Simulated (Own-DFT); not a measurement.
# How strain changes the stress of wurtzite GaN, 72 atoms (Ga36N36)

Source: density functional calculations with Own-DFT, an unreviewed in-house program that is no longer used. Nothing was measured or relaxed, and spin and spin-orbit coupling are left out.

Common settings: PBE; PseudoDojo norm-conserving scalar-relativistic files (stringent for Ga); cutoff 96 hartree; 4 x 4 x 3 k mesh centred on Gamma; Gaussian smearing of 0.01 eV.

Caveats: forces not confirmed at this smearing and k mesh; stress not checked against mesh or cutoff.

Unstrained cell vectors in Å: (9.567, 0.000, 0.000); (-4.783, 8.285, 0.000); (0.000, 0.000, 10.370). The unstrained cell has measured lattice constants (interpolated for alloys), not those of this functional. That, the random moves and any unrelaxed bonds set the pressure at no strain. In each run the cell takes a homogeneous strain; fractional positions stay. Random moves of width 0.05 Å per axis were added to every atom. Strain is the symmetric tensor, in per cent. Stress is positive in tension, and the pressure is minus a third of its trace.

```
run  e_xx (%)  e_yy (%)  e_zz (%)  e_yz (%)  e_xz (%)  e_xy (%)  s_xx (GPa)  s_yy (GPa)  s_zz (GPa)  s_yz (GPa)  s_xz (GPa)  s_xy (GPa)  P (GPa)  E (meV/atom)
  1      0.62     -0.16      0.28      1.32     -1.18      0.71       -3.71       -6.53       -6.22        2.18       -2.81        2.45     5.48           2.5
  2     -0.42     -0.73      1.02     -0.77      1.36     -0.82       -7.98       -9.83       -4.10       -1.12        3.44       -3.63     7.30           1.4
  3      1.38     -0.02     -0.92      0.14     -1.23      0.46       -1.60       -6.24      -11.23        0.78       -2.52        2.11     6.36           7.2
  4      1.98     -0.41      1.95     -0.04      0.95     -0.96        1.02       -5.39        2.09        0.05        2.70       -1.47     0.76           3.6
  5      0.92      1.63      1.90      1.03      1.75     -0.06       -1.42        2.68        0.82        2.40        3.73       -0.87    -0.69           5.7
  6     -0.49     -1.63     -1.16     -1.98      0.64     -1.63      -11.00      -20.12      -13.98       -4.39        2.09       -5.07    15.03          55.6
  7      1.72     -0.86      1.19      0.20     -0.70     -0.22        0.55       -9.04       -2.34        1.39       -1.64       -0.70     3.61          13.0
  8     -0.66     -0.05     -1.20     -1.41     -1.59      0.22      -10.25       -8.86      -13.71       -3.26       -2.39        2.11    10.94          20.1
  9     -1.81     -0.13      1.76     -0.74     -0.45      0.89      -12.63      -10.02       -0.44       -1.77       -0.65        1.25     7.70          14.7
 10      0.52      1.17     -0.67      0.40     -1.21      0.54       -4.71       -2.34       -8.41        0.53       -2.87        1.80     5.15           0.0
 11     -1.20      0.52      1.90      0.01     -1.79     -0.97      -10.73       -4.40       -0.23        0.34       -3.75       -2.22     5.12          12.5
 12     -0.18     -0.94     -0.48      0.43     -1.67     -1.54       -9.36      -11.89      -11.66        1.38       -3.87       -5.87    10.97          32.4
 13     -0.10     -0.26     -0.48      0.81     -0.44      0.24       -8.09       -8.83       -8.79        1.98       -1.53       -0.61     8.57           3.3
 14      0.01     -1.94      0.27     -0.77     -0.07      0.68       -8.97      -14.75       -8.00       -0.65        0.16        1.05    10.57          16.2
 15      0.62      1.01      1.66     -1.16      0.43      1.93       -3.53       -1.56        1.57       -1.98        0.00        5.82     1.17           4.6
 16      0.14     -0.39      1.28      1.06      1.71     -0.14           ?           ?           ?           ?           ?           ?        ?             ?
```

E is the free energy for each atom above the lowest run shown.

## Worked fit

Least squares on the runs shown: each stress against a constant and the strains, taken as fractions with shears doubled. Shear strains stay in the fit of a normal stress only where such slopes are resolved. The slopes, in GPa:

```
stress,at no strain,per e_xx,per e_yy,per e_zz,scatter
s_xx,-7.1,394 ± 16,71 ± 18,55 ± 15,0.63
s_yy,-7.6,131 ± 34,468 ± 38,86 ± 31,1.33
s_zz,-7.6,53 ± 22,75 ± 25,430 ± 20,0.86
```

The slope of each shear stress on twice its own strain, from a fit on all six strains: yz 104 ± 9, xz 108 ± 7, xy 136 ± 11 GPa. These are stiffnesses along x, y and z of the frame in which the cell vectors are given, with the crystal's c axis along z: C11, C12, C13 and C33. Hexagonal symmetry asks that xx and yy behave alike, which is a second check on the noise. The atoms are held to the strained lattice; where symmetry lets them move under strain, relaxing them would lower some slopes. Symmetry asks for nearly equal slopes across the diagonal; the mismatch is a measure of noise. A ninth of the table's sum, 196 ± 6 GPa, estimates the bulk modulus near the mean pressure of these runs, 6.5 GPa, so it lies above the value at zero pressure.

## The run left out

The question: what normal stresses and pressure should run 16 give?

Estimate: s_xx = -6.1, s_yy = -8.1, s_zz = -2.3 and P = 5.5 GPa. The run itself gave -4.00, -7.47, -2.87 and P = 4.78 GPa.
